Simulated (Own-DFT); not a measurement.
GaP (zincblende, strained, atoms displaced) (calculated)

All values are calculated (Own-DFT development build). A calculation, not a measurement: plane-wave PBE density functional theory by an unreviewed code, no spin, of a simulated periodic cell, stress positive in tension, free energy of the whole cell less one offset for each atom, forces on such cells passed a denser k mesh, this cell's mesh not checked; offsets are fitted by least squares, one for each functional and potential file, so energies compare only between cells with the same atoms and settings and are not formation energies; the far tail of each file's local potential was reset to the Coulomb form; each entry is a single point on an unrelaxed cell, so the pressure reflects the starting lattice, mostly measured values (interpolated for alloys), from which strain is counted, and rises with the displacements; printed positions are rounded, which can move forces by about a meV/angstrom; the program, named Own-DFT, is a retired in-house code; no spin-orbit coupling.

Common to all runs: functional PBE; potential files PseudoDojo norm-conserving, scalar-relativistic, standard set; wave cutoff 42 hartree; occupations Fermi-Dirac; smearing width 0.1 eV; hardware one NVIDIA H100; k mesh 3 x 3 x 3 centred on Gamma.

(1) GaP (zincblende, strained, atoms displaced)

```
GaP
1.0
     10.8620     0.0000     0.0000
      0.0000    10.8620     0.0000
      0.0000     0.0000    10.9439
Ga P Ga P Ga P Ga P Ga P Ga P Ga P Ga P
4 4 4 4 4 4 4 4 4 4 4 4 4 4 4 4
Direct
  0.00559 0.99476 0.00043
  0.99259 0.24335 0.24723
  0.25143 0.99008 0.25617
  0.24140 0.25306 0.00741
  0.12033 0.12740 0.12317
  0.11851 0.36846 0.37933
  0.37416 0.11509 0.37092
  0.37001 0.37991 0.10850
  0.00320 0.99140 0.48472
  0.00311 0.24921 0.76262
  0.24836 0.98670 0.75140
  0.25551 0.24124 0.49561
  0.13068 0.12401 0.61447
  0.11817 0.36394 0.86249
  0.37297 0.11829 0.87442
  0.38925 0.37358 0.63521
  0.99386 0.49718 0.99608
  0.99393 0.75415 0.25092
  0.23867 0.50530 0.26254
  0.24997 0.76174 0.00096
  0.12676 0.61479 0.12926
  0.12013 0.87825 0.36837
  0.36982 0.62451 0.37529
  0.36297 0.88262 0.13273
  0.99538 0.48521 0.50454
  0.00881 0.75196 0.75065
  0.23011 0.49837 0.74507
  0.24280 0.75600 0.51639
  0.12308 0.61993 0.61609
  0.11801 0.87621 0.87673
  0.37883 0.62982 0.86834
  0.36697 0.86886 0.63385
  0.50233 0.99441 0.99241
  0.50108 0.25201 0.25940
  0.74494 0.00638 0.25673
  0.76027 0.24976 0.99498
  0.63838 0.12093 0.11457
  0.63154 0.37623 0.37294
  0.86585 0.11782 0.36895
  0.87868 0.38024 0.12966
  0.50511 0.00451 0.51610
  0.49917 0.25335 0.75894
  0.73580 0.00340 0.76093
  0.74770 0.25367 0.49512
  0.62751 0.12843 0.62268
  0.62465 0.37076 0.87462
  0.87016 0.11711 0.87449
  0.86264 0.37366 0.62717
  0.50641 0.50573 0.00023
  0.50029 0.75216 0.24248
  0.73660 0.49111 0.24674
  0.74806 0.75445 0.01449
  0.62682 0.62600 0.12475
  0.62709 0.87682 0.37506
  0.86354 0.62900 0.36840
  0.87373 0.87704 0.12657
  0.49211 0.48822 0.50596
  0.50268 0.75348 0.75120
  0.74507 0.49503 0.74513
  0.74867 0.74635 0.50343
  0.62234 0.62014 0.63031
  0.61307 0.87771 0.88537
  0.87268 0.61394 0.88068
  0.86947 0.88090 0.63760
```

- free energy of cell above offsets: -29.954 eV
- pressure: 4.28 GPa
- stress xx: -4.47 GPa
- stress yy: -4.54 GPa
- stress zz: -3.83 GPa
- stress yz: -0.43 GPa
- stress xz: -0.01 GPa
- stress xy: -0.86 GPa
- wall time: 561.7 s

Force:
```csv
element,x (eV/Å),y (eV/Å),z (eV/Å)
Ga,-1.272,0.76,0.368
Ga,0.07,0.275,0.456
Ga,-1.093,1.898,-0.113
Ga,0.534,-0.534,-1.362
P,0.38,-0.845,0.663
P,0.471,-0.498,-0.298
P,0.872,0.533,0.736
P,0.503,0.272,2.36
Ga,-1.41,1.458,2.057
Ga,-2.304,-2.481,-3.086
Ga,-0.524,1.777,0.13
Ga,0.438,0.941,0.305
P,-1.009,-0.753,1.152
P,1.686,2.236,2.849
P,-0.504,0.496,0.191
P,-2.871,-0.44,-0.397
Ga,1.255,-0.303,0.584
Ga,0.239,-1.148,-0.587
Ga,0.737,-1.129,-0.532
Ga,-0.035,-1.552,0.049
P,-0.877,1.586,-1.109
P,0.814,-1.836,0.493
P,0.588,0.513,0.836
P,2.142,-1.017,-1.631
Ga,-0.812,1.102,-0.751
Ga,-1.536,-0.968,-0.189
Ga,2.164,-0.007,0.354
Ga,0.3,-0.495,-2.266
P,-1.156,0.257,0.495
P,0.972,-0.46,-0.068
P,-1.189,-0.53,0.76
P,1.689,0.598,-0.641
Ga,-1.839,2.112,2.409
Ga,-0.249,-0.492,-1.877
Ga,-0.538,-1.194,-1.499
Ga,-0.208,0.532,0.54
P,-1.541,0.472,0.686
P,-1.823,-0.37,1.02
P,1.412,1.324,1.448
P,-0.651,-0.7,-0.432
Ga,-1.075,-1.143,-1.413
Ga,0.192,-1.44,-0.024
Ga,0.302,-0.336,-0.66
Ga,0.618,-0.839,0.105
P,-0.038,0.741,1.132
P,0.63,0.55,0.733
P,1.201,0.353,0.195
P,1.367,-0.93,0.107
Ga,-0.683,-0.208,-0.876
Ga,-0.487,0.031,0.93
Ga,1.594,1.419,-0.485
Ga,0.478,-0.364,-1.533
P,-0.59,-0.178,0.318
P,-0.859,-0.328,0.61
P,0.731,-1.101,0.593
P,0.196,0.683,0.382
Ga,0.941,1.612,-1.124
Ga,0.039,-0.516,-0.174
Ga,-0.089,0.487,1.115
Ga,0.016,0.387,0.403
P,-0.297,0.613,-0.855
P,2.194,-2.109,-1.566
P,-0.64,1.735,-1.04
P,0.436,-0.511,-0.975
```

(2) GaP (zincblende, strained, atoms displaced)

```
GaP
1.0
     10.8620     0.0000     0.0000
      0.0000    10.8620     0.0000
      0.0000     0.0000    10.9361
Ga P Ga P Ga P Ga P Ga P Ga P Ga P Ga P
4 4 4 4 4 4 4 4 4 4 4 4 4 4 4 4
Direct
  0.99474 0.00301 0.00242
  0.99879 0.24433 0.23988
  0.24419 0.99894 0.25041
  0.24822 0.24800 0.00352
  0.12460 0.11875 0.11901
  0.12129 0.37645 0.38225
  0.38201 0.12764 0.37309
  0.37556 0.37311 0.13038
  0.00284 0.00116 0.50492
  0.00133 0.24524 0.74480
  0.24533 0.99217 0.74420
  0.24758 0.23624 0.50035
  0.12577 0.12518 0.62712
  0.12810 0.37674 0.86934
  0.38378 0.13059 0.87165
  0.38301 0.38077 0.62232
  0.99400 0.49162 0.99952
  0.99552 0.75450 0.24980
  0.24751 0.50064 0.24959
  0.24895 0.74721 0.99957
  0.12848 0.62369 0.12023
  0.12261 0.86517 0.37883
  0.36547 0.62686 0.37427
  0.37117 0.88252 0.11942
  0.00674 0.50484 0.50471
  0.99478 0.74832 0.75296
  0.25638 0.50367 0.74791
  0.24453 0.73841 0.50411
  0.12237 0.62541 0.62442
  0.12861 0.87606 0.87332
  0.37619 0.62730 0.87363
  0.37254 0.87240 0.63164
  0.49354 0.99217 0.99477
  0.49975 0.24922 0.25030
  0.75632 0.99820 0.25329
  0.75110 0.24936 0.99151
  0.62893 0.12726 0.12592
  0.63068 0.37886 0.37176
  0.86833 0.12879 0.38089
  0.86920 0.37376 0.13191
  0.49574 0.99812 0.49857
  0.49741 0.24762 0.74963
  0.75189 0.00191 0.74893
  0.75665 0.24855 0.50542
  0.62183 0.13023 0.62199
  0.62408 0.37518 0.87363
  0.87783 0.11585 0.87153
  0.88044 0.38132 0.62676
  0.50278 0.50581 0.00027
  0.49869 0.74205 0.24049
  0.74415 0.49668 0.25088
  0.74879 0.74570 0.99711
  0.62319 0.62165 0.12195
  0.62791 0.87624 0.37333
  0.86540 0.62777 0.37331
  0.87303 0.87526 0.12574
  0.50126 0.49839 0.49545
  0.49991 0.75516 0.75055
  0.74960 0.49668 0.75485
  0.75057 0.74954 0.50727
  0.62341 0.61804 0.62201
  0.62900 0.87718 0.86991
  0.87982 0.61859 0.87309
  0.87760 0.88501 0.62181
```

* free energy of cell above offsets: -33.505 eV
* pressure: 3.48 GPa
* stress xx: -3.64 GPa
* stress yy: -3.56 GPa
* stress zz: -3.24 GPa
* stress yz: 0.4 GPa
* stress xz: 0.89 GPa
* stress xy: -0.35 GPa
* wall time: 520.8 s

Force:
```csv
element,x (eV/Å),y (eV/Å),z (eV/Å)
Ga,0.425,-1.122,-0.423
Ga,0.073,0.348,1.351
Ga,0.417,-0.147,0.575
Ga,0.567,0.456,-0.719
P,-0.036,0.464,0.594
P,0.376,-0.851,-1.014
P,-1.212,-0.76,0.06
P,-0.128,0.412,-0.624
Ga,0.124,0.343,-1.16
Ga,-0.211,0.72,0.692
Ga,0.58,1.149,0.796
Ga,0.685,1.649,-0.27
P,0.113,-0.675,-0.095
P,-0.188,-0.53,0.423
P,-1.758,-1.157,0.534
P,-1.071,-1.06,0.093
Ga,0.795,0.088,0.354
Ga,0.197,-1.003,-0.175
Ga,-0.245,-0.469,0.231
Ga,0.234,0.451,-0.212
P,-1.154,-0.104,0.415
P,0.227,1.101,-0.001
P,1.249,-0.321,-0.225
P,-0.169,-1.278,0.717
Ga,-1.235,-0.161,-0.997
Ga,0.492,0.769,-0.429
Ga,-0.217,-0.261,-0.202
Ga,0.655,1.237,-0.104
P,0.072,0.045,1.347
P,-1.009,-0.382,0.57
P,0.192,0.123,0.223
P,0.024,-0.153,-1.51
Ga,1.214,1.228,0.005
Ga,0.92,0.399,-0.216
Ga,-0.745,0.531,-0.097
Ga,0.006,-0.147,0.575
P,-0.288,-0.724,-0.426
P,-0.878,-1.242,0.916
P,1.606,-0.749,-0.807
P,0.256,-0.184,-1.168
Ga,0.446,-0.296,0.145
Ga,0.657,1.05,-0.579
Ga,-0.576,0.152,-0.664
Ga,-0.694,1.176,0.117
P,0.264,-0.661,0.266
P,-0.222,-0.123,0.189
P,-0.099,1.385,0.039
P,-0.336,-0.596,0.064
Ga,-0.775,-1.084,-0.382
Ga,-0.429,1.221,0.904
Ga,0.566,0.89,-0.259
Ga,0.267,0.218,-0.129
P,0.735,0.25,0.152
P,-0.637,-0.727,0.127
P,1.024,-0.305,0.19
P,-0.007,-0.137,-0.496
Ga,-0.058,0.374,-0.648
Ga,0.549,-0.843,-0.127
Ga,-0.088,0.188,-0.608
Ga,-0.3,0.34,-0.387
P,0.147,0.82,0.759
P,-0.146,-0.38,0.488
P,-0.801,0.451,0.437
P,-0.444,-1.396,0.801
```

(3) GaP (zincblende, strained, atoms displaced)

```
GaP
1.0
     10.8620     0.0000     0.0000
      0.0000    10.8620     0.0000
      0.0000     0.0000    10.9361
Ga P Ga P Ga P Ga P Ga P Ga P Ga P Ga P
4 4 4 4 4 4 4 4 4 4 4 4 4 4 4 4
Direct
  0.99837 0.00617 0.99706
  0.00972 0.25221 0.24755
  0.24711 0.00637 0.24563
  0.25020 0.24875 0.00561
  0.11254 0.12816 0.11820
  0.12420 0.37191 0.37410
  0.37753 0.12952 0.36586
  0.37988 0.37597 0.12613
  0.00046 0.00365 0.50331
  0.00701 0.24826 0.74667
  0.24447 0.00432 0.75286
  0.25095 0.24653 0.50569
  0.12736 0.12393 0.61838
  0.12288 0.36774 0.87452
  0.36763 0.13238 0.87199
  0.38056 0.37784 0.62014
  0.00359 0.50366 0.00262
  0.99715 0.74821 0.25108
  0.25177 0.49994 0.25184
  0.24842 0.75104 0.00742
  0.11985 0.62438 0.12554
  0.12616 0.87322 0.37612
  0.37654 0.62719 0.37392
  0.37358 0.87101 0.11368
  0.99541 0.50319 0.50047
  0.99511 0.74541 0.75214
  0.25217 0.49330 0.74735
  0.25238 0.74697 0.50018
  0.12094 0.62946 0.62694
  0.12713 0.86579 0.87422
  0.38121 0.62190 0.87498
  0.37394 0.88207 0.62429
  0.50642 0.00521 0.00582
  0.50132 0.24976 0.25537
  0.75163 0.99517 0.24742
  0.75914 0.25354 0.00091
  0.62316 0.12442 0.12655
  0.61990 0.37695 0.37052
  0.87338 0.12646 0.37564
  0.87285 0.37720 0.12033
  0.50317 0.00835 0.49934
  0.49925 0.25581 0.74317
  0.75409 0.00215 0.74819
  0.75199 0.24843 0.50325
  0.62730 0.12385 0.62664
  0.62267 0.37001 0.88389
  0.87778 0.12549 0.87365
  0.87661 0.37689 0.61976
  0.48973 0.50006 0.99533
  0.49178 0.75238 0.24742
  0.75783 0.49323 0.25081
  0.75004 0.75274 0.99962
  0.62887 0.62016 0.12320
  0.62164 0.87911 0.37900
  0.88054 0.63032 0.37677
  0.87546 0.87935 0.12875
  0.50326 0.49662 0.49249
  0.50006 0.75234 0.73960
  0.74973 0.49909 0.75075
  0.75148 0.74735 0.49823
  0.62362 0.62445 0.63204
  0.63510 0.88022 0.88051
  0.86880 0.62113 0.87092
  0.87314 0.88747 0.61776
```

* free energy of cell above offsets: -33.510 eV
* pressure: 3.5 GPa
* stress xx: -3.62 GPa
* stress yy: -3.69 GPa
* stress zz: -3.18 GPa
* stress yz: -0.44 GPa
* stress xz: -0.03 GPa
* stress xy: -0.39 GPa
* wall time: 507.3 s

Force:
```csv
element,x (eV/Å),y (eV/Å),z (eV/Å)
Ga,-0.035,-1.502,-0.366
Ga,-1.669,0.057,0.278
Ga,-0.137,-0.694,-0.283
Ga,-0.052,0.386,-0.154
P,1.649,-0.262,0.545
P,0.479,0.674,0.713
P,-0.791,-0.586,1.238
P,-0.718,-0.259,0.239
Ga,0.125,-0.1,-1.272
Ga,-0.713,0.013,-0.253
Ga,0.238,-0.561,0.025
Ga,0.544,0.576,-1.075
P,-0.186,-0.068,0.917
P,0.54,0.951,0.354
P,1.019,-0.536,0.266
P,-0.601,-0.092,-0.26
Ga,-0.623,-0.495,-1.066
Ga,0.493,0.822,-0.23
Ga,-0.172,-0.13,-0.137
Ga,-0.211,-1.127,-1.215
P,0.785,0.169,0.522
P,0.018,0.397,-0.197
P,-0.212,-0.356,0.188
P,0.368,1.407,1.312
Ga,0.908,-0.086,-0.159
Ga,-0.356,0.81,-0.355
Ga,-0.354,0.622,0.401
Ga,-0.161,0.454,0.226
P,0.631,-0.825,-0.212
P,-0.604,0.93,0.18
P,-1.4,1.077,-0.874
P,-0.086,-0.031,-0.171
Ga,-0.874,-0.346,-1.335
Ga,0.26,0.292,-1.204
Ga,-0.618,0.664,0.791
Ga,-1.045,-0.899,-0.254
P,1.025,0.773,0.461
P,1.514,-0.49,0.475
P,0.445,0.065,-0.578
P,1.372,-0.098,0.739
Ga,-0.502,-0.309,-0.107
Ga,0.391,-0.531,0.857
Ga,-0.257,-0.037,0.452
Ga,-0.428,0.272,-0.523
P,-0.234,0.604,0.153
P,0.15,0.347,-1.01
P,-0.147,0.47,-0.518
P,-0.211,-0.274,0.869
Ga,1.563,-0.286,0.803
Ga,1.167,-0.023,-0.169
Ga,-0.643,0.97,0.161
Ga,0.305,-0.492,0.486
P,-0.537,0.326,0.311
P,0.145,-0.713,-0.643
P,-0.914,-0.878,-0.267
P,0.508,-0.693,-0.851
Ga,-0.128,1.043,0.585
Ga,-0.054,0.66,1.406
Ga,-0.522,-0.902,0.087
Ga,-0.558,0.524,0.41
P,0.459,-0.392,-1.427
P,-1.175,-0.036,-1.008
P,0.701,0.452,0.894
P,0.13,-1.695,0.829
```
